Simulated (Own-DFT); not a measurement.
# Computed records: Si₃N₄ (beta silicon nitride, atoms displaced)

A calculation, not a measurement: plane-wave PBE density functional theory by an unreviewed code, no spin, of a simulated periodic cell, stress positive in tension, free energy of the whole cell less one offset for each atom, forces on such cells passed a denser k mesh, this cell's mesh not checked; offsets are fitted by least squares, one for each functional and potential file, so energies compare only between cells with the same atoms and settings and are not formation energies; the far tail of each file's local potential was reset to the Coulomb form; each entry is a single point on an unrelaxed cell, so the pressure reflects the starting lattice, mostly measured values (interpolated for alloys), from which strain is counted, and rises with the displacements; printed positions are rounded, which can move forces by about a meV/angstrom; the program, named Own-DFT, is a retired in-house code; no spin-orbit coupling. Program: Own-DFT development build.

Common to all runs: functional PBE; potential files PseudoDojo norm-conserving, scalar-relativistic, standard set; wave cutoff 42 hartree; occupations Fermi-Dirac; smearing width 0.1 eV; k mesh 3 x 3 x 3 centred on Gamma.

(1) Si₃N₄ (beta silicon nitride, atoms displaced)

```xyz
42
Lattice="7.6060 0.0000 0.0000 -3.8030 6.5870 0.0000 0.0000 0.0000 8.7270" Properties=species:S:1:pos:R:3 Si3N4
Si    -1.4862     5.0856     0.7196
Si     0.2434     2.5403     0.7218
Si     1.3743     5.4661     0.6413
Si     5.2730     1.5843     2.3220
Si     3.6762     3.7732     2.0912
Si     2.3870     1.1737     2.2822
N      2.5126     0.3391     0.8014
N      6.2140     1.9812     0.8993
N      2.7336     4.3915     0.7221
N      1.2690     6.4965     2.1153
N     -2.5627     4.6811     2.0927
N      1.0868     2.1188     2.2268
N     -0.0240     4.3650     0.7166
N      3.7228     2.1443     2.0136
Si    -1.6448     4.9717     3.6908
Si     0.1726     2.5971     3.5328
Si     1.3367     5.6048     3.5414
Si     5.4513     1.6203     5.0370
Si     3.6465     3.8638     5.2523
Si     2.5053     1.1504     5.0247
N      2.4772     0.2842     3.6700
N      6.1350     1.9966     3.6696
N      2.7311     4.5381     3.6385
N      1.3447     6.4720     5.2190
N     -2.3332     4.6129     5.2327
N      1.0436     2.3476     5.1080
N      0.0417     4.4752     3.6265
N      3.7017     2.2263     4.9248
Si    -1.6372     4.9324     6.5011
Si     0.2354     2.6912     6.6336
Si     1.2613     5.4997     6.6331
Si     5.4276     1.5410     8.0852
Si     3.5721     3.8210     7.9172
Si     2.3637     1.1151     7.8783
N      2.5717     0.3663     6.4704
N      6.1490     2.0057     6.6831
N      2.5575     4.4665     6.4147
N      1.3336     6.4624     8.0485
N     -2.4993     4.5211     7.9567
N      0.8987     2.2926     7.9159
N      0.0734     4.5802     6.5303
N      3.7530     2.1538     7.9170
```

- free energy of cell above offsets: 5.615 eV
- pressure: 12.34 GPa
- stress xx: -12.72 GPa
- stress yy: -8.76 GPa
- stress zz: -15.53 GPa
- stress yz: 0.95 GPa
- stress xz: -0.73 GPa
- stress xy: -4.09 GPa

Force:
```tsv
element	x (eV/Å)	y (eV/Å)	z (eV/Å)
Si	-3.677	1.413	-0.143
Si	-1.301	2.864	1.427
Si	-0.026	-1.215	3.259
Si	0.239	-1.688	-4.365
Si	-5.821	4.886	1.82
Si	2.037	-2.111	-2.076
N	-1.94	-3.506	-3.364
N	0.474	0.039	-1.617
N	0.65	-0.631	-1.541
N	0.608	-0.977	-0.036
N	4.323	0.88	1.88
N	-3.726	1.724	-2.004
N	2.601	-1.257	-0.044
N	1.701	0.75	1.378
Si	1.725	2.326	-2.512
Si	1.551	3.855	4.446
Si	1.731	-2.419	3.56
Si	-4.229	-3.632	7.445
Si	-4.384	3.14	-4.421
Si	-3.639	2.036	2.241
N	-1.257	-4.876	-1.242
N	3.665	2.221	-2.57
N	2.895	-1.616	-0.444
N	0.59	1.838	-3.5
N	-6.193	-3.146	-9.131
N	-0.767	-2.413	-1.016
N	-3.191	-2.58	-0.637
N	5.689	2.11	0.402
Si	6.801	4.492	9.469
Si	-4.552	3.991	-9.534
Si	5.493	5.515	-1.895
Si	-2.425	0.378	1.547
Si	-3.389	2.069	1.156
Si	0.741	2.033	3.997
N	-2.045	-5.298	0.125
N	2.799	1.911	-3.899
N	5.062	-2.605	3.319
N	0.671	-0.461	-0.601
N	2.661	2.02	0.384
N	6.13	-4.881	7.917
N	-9.037	-7.819	0.478
N	0.758	0.64	0.341
```

(2) Si₃N₄ (beta silicon nitride, atoms displaced)

```xyz
42
Lattice="7.6060 0.0000 0.0000 -3.8030 6.5870 0.0000 0.0000 0.0000 8.7270" Properties=species:S:1:pos:R:3 Si3N4
Si    -1.6570     4.9414     0.7368
Si     0.1390     2.6547     0.7530
Si     1.4243     5.3156     0.7645
Si     5.5114     1.5776     2.2322
Si     3.4792     4.0368     2.1072
Si     2.3414     1.2990     1.9413
N      2.3723     0.1602     0.4446
N      6.2518     2.1787     0.6126
N      2.8246     4.5336     0.7384
N      1.4244     6.3521     2.0678
N     -2.3626     4.6062     2.2208
N      1.0971     2.1573     2.2050
N     -0.0005     4.5670     0.8858
N      3.8426     2.1968     2.2703
Si    -1.5507     5.0000     3.7109
Si     0.0907     2.6124     3.7742
Si     1.5501     5.4422     3.6655
Si     5.3583     1.3852     5.1360
Si     3.5962     3.7687     5.0127
Si     2.5059     1.2650     5.1603
N      2.3966     0.2441     3.6393
N      6.1541     1.9740     3.6409
N      2.6838     4.4776     3.4486
N      1.2410     6.4448     5.0179
N     -2.5048     4.5958     5.0529
N      0.9510     2.1861     5.1671
N     -0.1156     4.2768     3.5354
N      3.9913     2.2166     5.1521
Si    -1.4905     4.9016     6.5704
Si     0.2864     2.7691     6.5785
Si     1.3231     5.4851     6.6376
Si     5.5066     1.5719     7.9192
Si     3.4799     3.7864     8.0612
Si     2.5566     1.1467     7.8228
N      2.4213     0.3214     6.5491
N      6.3040     1.9504     6.6098
N      2.8322     4.3148     6.5807
N      1.4608     6.4846     8.0760
N     -2.4015     4.7967     8.0291
N      1.0270     2.0693     7.9552
N      0.0623     4.3804     6.4847
N      3.7745     2.1025     7.8812
```

* free energy of cell above offsets: 7.881 eV
* pressure: 14.69 GPa
* stress xx: -20.22 GPa
* stress yy: -12.37 GPa
* stress zz: -11.47 GPa
* stress yz: -2.01 GPa
* stress xz: 0.84 GPa
* stress xy: 3.36 GPa

Force:
```tsv
element	x (eV/Å)	y (eV/Å)	z (eV/Å)
Si	2.485	4.552	1.616
Si	6.543	2.631	-0.333
Si	-2.626	5.795	-1.282
Si	-4.645	-2.263	-4.984
Si	6.942	-4.225	2.216
Si	7.288	-7.843	1.227
N	-0.018	1.063	4.746
N	-4.601	-2.316	2.325
N	1.139	-2.124	-3.552
N	1.517	2.732	3.964
N	-3.511	-0.765	-0.307
N	-8.089	4.591	0.47
N	-0.538	-5.819	-1.738
N	-0.925	2.196	-1.658
Si	-1.998	4.574	-1.949
Si	2.792	0.889	-2.74
Si	-10.18	4.812	-2.468
Si	4.835	5.056	-0.133
Si	-0.232	4.688	1.091
Si	-1.674	-3.09	-3.953
N	-0.051	0.181	0.233
N	1.636	-0.656	3.599
N	6.262	-5.374	4.611
N	0.864	-6.463	2.197
N	1.347	0.171	2.111
N	2.462	-0.518	-1.297
N	4.983	0.401	1.689
N	-4.995	-0.848	-0.146
Si	-5.213	4.009	-0.849
Si	-0.126	-4.392	1.424
Si	3.14	0.749	-0.677
Si	-3.401	-1.019	4.159
Si	3.044	1.292	-1.926
Si	-5.684	-1.225	6.897
N	0.325	-6.721	-6.506
N	1.199	1.23	-5.278
N	-2.838	1.653	-1.924
N	-0.052	-3.108	-1.424
N	-3.24	-4.249	-2.953
N	-0.464	2.611	1.635
N	0.085	1.831	0.506
N	6.213	5.314	1.359
```

(3) Si₃N₄ (beta silicon nitride, atoms displaced)

```xyz
42
Lattice="7.6060 0.0000 0.0000 -3.8030 6.5870 0.0000 0.0000 0.0000 8.7270" Properties=species:S:1:pos:R:3 Si3N4
Si    -1.7005     4.9568     0.7256
Si     0.1494     2.6769     0.7623
Si     1.3370     5.5744     0.7030
Si     5.2376     1.4585     2.0186
Si     3.5673     3.9745     2.2484
Si     2.4249     1.0635     2.2590
N      2.4380     0.1106     0.8353
N      6.1645     1.8690     0.8128
N      2.7975     4.3733     0.7578
N      1.2956     6.2903     2.1452
N     -2.5422     4.5663     2.2396
N      1.0492     2.1628     2.2675
N      0.0970     4.5333     0.7682
N      3.7901     2.3554     2.3270
Si    -1.6631     4.9466     3.5708
Si     0.3345     2.7753     3.6264
Si     1.3640     5.4059     3.6114
Si     5.3784     1.4403     5.1149
Si     3.6426     3.8697     5.2708
Si     2.3611     1.2742     5.0601
N      2.3792     0.2095     3.7785
N      6.2312     1.9871     3.4878
N      2.8125     4.3420     3.5763
N      1.4613     6.3459     5.1064
N     -2.4473     4.4537     4.8705
N      0.9605     1.9526     5.1935
N     -0.1402     4.3632     3.5739
N      3.8174     2.1534     5.2440
Si    -1.5123     5.0108     6.5348
Si     0.2220     2.6513     6.5308
Si     1.4447     5.5249     6.6475
Si     5.3576     1.4872     7.8643
Si     3.7418     3.9928     7.9671
Si     2.2618     1.1915     7.8824
N      2.2239     0.4335     6.5427
N      6.2580     1.9284     6.4545
N      2.7894     4.3846     6.6159
N      1.4352     6.3379     7.8976
N     -2.4094     4.5873     7.8515
N      0.9911     2.2116     7.9431
N     -0.0889     4.3022     6.5169
N      3.7787     2.2985     7.9907
```

- free energy of cell above offsets: 5.774 eV
- pressure: 13.75 GPa
- stress xx: -14.5 GPa
- stress yy: -9.77 GPa
- stress zz: -16.99 GPa
- stress yz: -5.05 GPa
- stress xz: 4.73 GPa
- stress xy: 2.47 GPa

Force:
```tsv
element	x (eV/Å)	y (eV/Å)	z (eV/Å)
Si	2.752	1.972	1.031
Si	1.745	0.739	0.718
Si	3.441	-3.934	-1.106
Si	-0.415	1.094	8.077
Si	-1.629	-1.483	-4.231
Si	0.421	2.449	0.304
N	-1.164	1.118	-2.89
N	3.347	1.811	-7.27
N	-0.385	2.318	-2.065
N	0.243	3.93	2.052
N	3.714	1.895	-3.966
N	0.366	-0.297	-3.253
N	-5.796	-5.721	-0.929
N	-0.749	-6.748	-1.32
Si	0.78	3.635	0.29
Si	-4.037	-3.948	1.476
Si	0.101	-1.043	0.631
Si	1.189	2.357	-5.014
Si	-0.844	-0.643	-4.713
Si	4.464	-3.196	0.847
N	0.32	-2.194	-2.946
N	-0.479	-1.113	2.147
N	-4.811	2.483	6.694
N	-0.534	-1.628	0.093
N	-0.137	0.876	7.105
N	-4.47	5.673	-3.075
N	5.065	1.593	0.571
N	-0.617	0.585	-0.557
Si	-2.989	3.754	-4.107
Si	-1.28	-0.57	-0.493
Si	-0.714	-7.5	-9.538
Si	-0.526	2.146	1.863
Si	-6.91	-2.462	3.389
Si	4.161	1.717	7.374
N	1.218	-8.628	-3.471
N	-0.182	-0.005	2.43
N	-1.074	1.494	-0.425
N	-0.355	6.204	7.564
N	3.413	1.64	3.002
N	-2.516	1.265	3.414
N	5.154	1.757	0.161
N	0.72	-3.394	0.138
```

(4) Si₃N₄ (beta silicon nitride, atoms displaced)

```xyz
42
Lattice="7.6060 0.0000 0.0000 -3.8030 6.5870 0.0000 0.0000 0.0000 8.7270" Properties=species:S:1:pos:R:3 Si3N4
Si    -1.6415     5.1765     0.7380
Si     0.3957     2.7172     0.7746
Si     1.5066     5.3231     0.6315
Si     5.3098     1.5102     2.3004
Si     3.7427     3.8462     2.1763
Si     2.4183     1.2005     2.1424
N      2.3553     0.2065     0.7302
N      5.9981     1.8333     0.6674
N      2.9106     4.5113     0.8511
N      1.3086     6.5609     2.0269
N     -2.4264     4.6566     2.1708
N      1.0429     2.2389     2.1250
N      0.0667     4.4978     0.6081
N      3.9033     2.1027     2.0587
Si    -1.7525     4.8439     3.7209
Si     0.1868     2.7211     3.6786
Si     1.2899     5.4906     3.6220
Si     5.2593     1.6550     5.0799
Si     3.4459     3.9717     5.0573
Si     2.4012     1.0590     5.1213
N      2.4984     0.2050     3.7707
N      6.3164     1.7099     3.6830
N      2.6760     4.4252     3.7600
N      1.3543     6.3895     5.1642
N     -2.2520     4.7661     5.2899
N      1.0526     2.1922     5.3074
N      0.0286     4.2485     3.7470
N      3.9069     2.1999     5.1312
Si    -1.5906     5.1791     6.7129
Si     0.1907     2.6929     6.6270
Si     1.2556     5.3524     6.4991
Si     5.4314     1.6382     7.9837
Si     3.6443     3.9918     8.1243
Si     2.2121     1.0933     7.9825
N      2.5299     0.1908     6.4557
N      6.1338     1.9057     6.4678
N      2.7935     4.2916     6.4443
N      1.1565     6.3461     7.8736
N     -2.4560     4.5328     8.0135
N      0.8704     1.9506     7.9186
N      0.1138     4.3044     6.5385
N      3.9157     2.0680     7.9592
```

- free energy of cell above offsets: 11.974 eV
- pressure: 17.15 GPa
- stress xx: -20.3 GPa
- stress yy: -14.21 GPa
- stress zz: -16.93 GPa
- stress yz: 0.51 GPa
- stress xz: -2.46 GPa
- stress xy: 3.12 GPa

Force:
```tsv
element	x (eV/Å)	y (eV/Å)	z (eV/Å)
Si	2.586	-3.379	-0.682
Si	-6.796	1.058	-5.194
Si	-3.264	7.761	-0.572
Si	7.508	0.214	-2.677
Si	-3.856	-0.94	2.167
Si	1.238	-2.069	2.958
N	-0.992	1.713	0.03
N	7.555	3.788	7.07
N	0.741	-1.453	-0.927
N	-0.151	-10.12	1.822
N	0.868	-0.247	1.063
N	2.176	-1.39	4.474
N	-2.291	-4.068	1.54
N	-7.668	5.682	1.013
Si	5.202	4.221	1.291
Si	1.49	-7.665	1.802
Si	-0.406	1.823	0.382
Si	10.5	-7.48	0.621
Si	5.493	-3.601	2.222
Si	0.185	5.53	-0.266
N	-1.211	-2.28	-6.593
N	0.394	2.863	-0.626
N	0.762	0.194	-6.584
N	-0.436	0.253	-3.08
N	-5.268	-3.286	-3.813
N	1.189	-1.411	-5.017
N	-2.808	7.106	-1.45
N	-12.57	5.546	-1.621
Si	3.149	-2.831	-1.529
Si	-3.425	-2.14	-2.948
Si	5.774	4.021	0.315
Si	-0.676	-5.5	-4.829
Si	-3.257	-5.36	-5.083
Si	8.019	-0.239	-1.705
N	-1.074	-0.332	6.174
N	4.248	2.609	2.007
N	-2.427	2.567	7.298
N	2.934	-0.455	2.417
N	4.064	3.286	1.976
N	-1.016	2.006	4.572
N	-7.027	-0.588	1.178
N	-9.454	4.596	0.804
```

(5) Si₃N₄ (beta silicon nitride, atoms displaced)

```xyz
42
Lattice="7.6060 0.0000 0.0000 -3.8030 6.5870 0.0000 0.0000 0.0000 8.7270" Properties=species:S:1:pos:R:3 Si3N4
Si    -1.5715     5.1266     0.6964
Si     0.3814     2.5724     0.7147
Si     1.3514     5.4156     0.7358
Si     5.4876     1.5185     2.2430
Si     3.3171     3.9128     2.0472
Si     2.1872     1.1195     2.0444
N      2.4438     0.1612     0.6590
N      6.2114     2.2052     0.8968
N      2.7898     4.2618     0.4796
N      1.5155     6.3444     2.1244
N     -2.4743     4.4815     2.2142
N      0.9323     2.2270     2.1127
N     -0.1590     4.3946     0.8613
N      3.7304     2.1811     2.2669
Si    -1.6295     5.2990     3.7290
Si     0.0691     2.9041     3.6309
Si     1.3266     5.5061     3.7145
Si     5.3580     1.4935     5.0936
Si     3.5186     4.0163     4.9807
Si     2.4141     1.4103     5.1560
N      2.4702     0.1605     3.4553
N      6.3286     1.9745     3.5195
N      2.7619     4.3075     3.6392
N      1.2983     6.4571     5.0504
N     -2.4533     4.7035     5.0334
N      1.0563     2.1947     5.0317
N     -0.0713     4.4322     3.6047
N      3.7666     2.2562     5.0423
Si    -1.5360     5.0776     6.6505
Si     0.2921     2.7106     6.5161
Si     1.4429     5.3302     6.3898
Si     5.1981     1.3266     8.1045
Si     3.8052     3.9206     8.0583
Si     2.5754     1.1414     7.9761
N      2.5884     0.3599     6.5654
N      6.2354     1.8222     6.4416
N      2.6958     4.4685     6.6428
N      1.5670     6.3519     8.1803
N     -2.3754     4.4844     8.0836
N      1.1494     2.2885     8.0485
N     -0.0507     4.2334     6.3765
N      3.8821     2.0722     7.8236
```

- pressure: ?

## Withheld values
1. What pressure does the calculation give for Si₃N₄ (beta silicon nitride, atoms displaced) (entry 5)?

Calculated values
1. 16.67 GPa

Further results for Si₃N₄ (beta silicon nitride, atoms displaced) (entry 5):

- free energy of cell above offsets: 10.672 eV
- stress xx: -13.95 GPa
- stress yy: -21.73 GPa
- stress zz: -14.34 GPa
- stress yz: 2.54 GPa
- stress xz: -2.23 GPa
- stress xy: 1.9 GPa

Force:
```tsv
element	x (eV/Å)	y (eV/Å)	z (eV/Å)
Si	-3.376	-3.495	5.037
Si	-8.65	4.688	-2.716
Si	-1.316	-3.494	1.232
Si	-4.232	0.546	-3.654
Si	6.656	-2.366	2.309
Si	5.293	0.826	3.437
N	-0.65	2.651	-1.17
N	-0.142	-2.851	-4.583
N	-4.599	2.235	5.513
N	0.188	0.111	2.998
N	-0.807	2.885	-0.831
N	2.72	-0.921	5.947
N	7.67	-1.06	-1.578
N	-1.107	-1.044	-1.814
Si	-2.369	-9.507	-3.705
Si	3.149	-7.044	-0.605
Si	0.223	-2.307	-5.001
Si	0.787	3.974	-1.688
Si	4.018	-1.876	4.9
Si	1.778	-5.925	-2.207
N	0.245	9.19	1.233
N	-1.555	-1.117	6.045
N	-5.49	3.687	-3.243
N	-0.042	-2.917	1.573
N	-0.927	0.1	4.374
N	-4.125	2.81	-0.182
N	0.685	6.52	1.017
N	3.212	2.198	0.25
Si	-1.304	0.389	-3.209
Si	-1.719	-7.007	1.252
Si	-5.22	3.915	2.761
Si	9.79	4.285	0.479
Si	-5.689	-4.566	-4.9
Si	-3.905	1.379	2.239
N	-1.588	-5.254	-2.527
N	2.072	1.17	3.464
N	7.137	-4.059	-2.009
N	-0.977	-2.829	-5.031
N	5.485	3.624	-3.039
N	1.18	-1.903	-3.649
N	0.492	7.642	0.816
N	-2.992	6.717	0.465
```
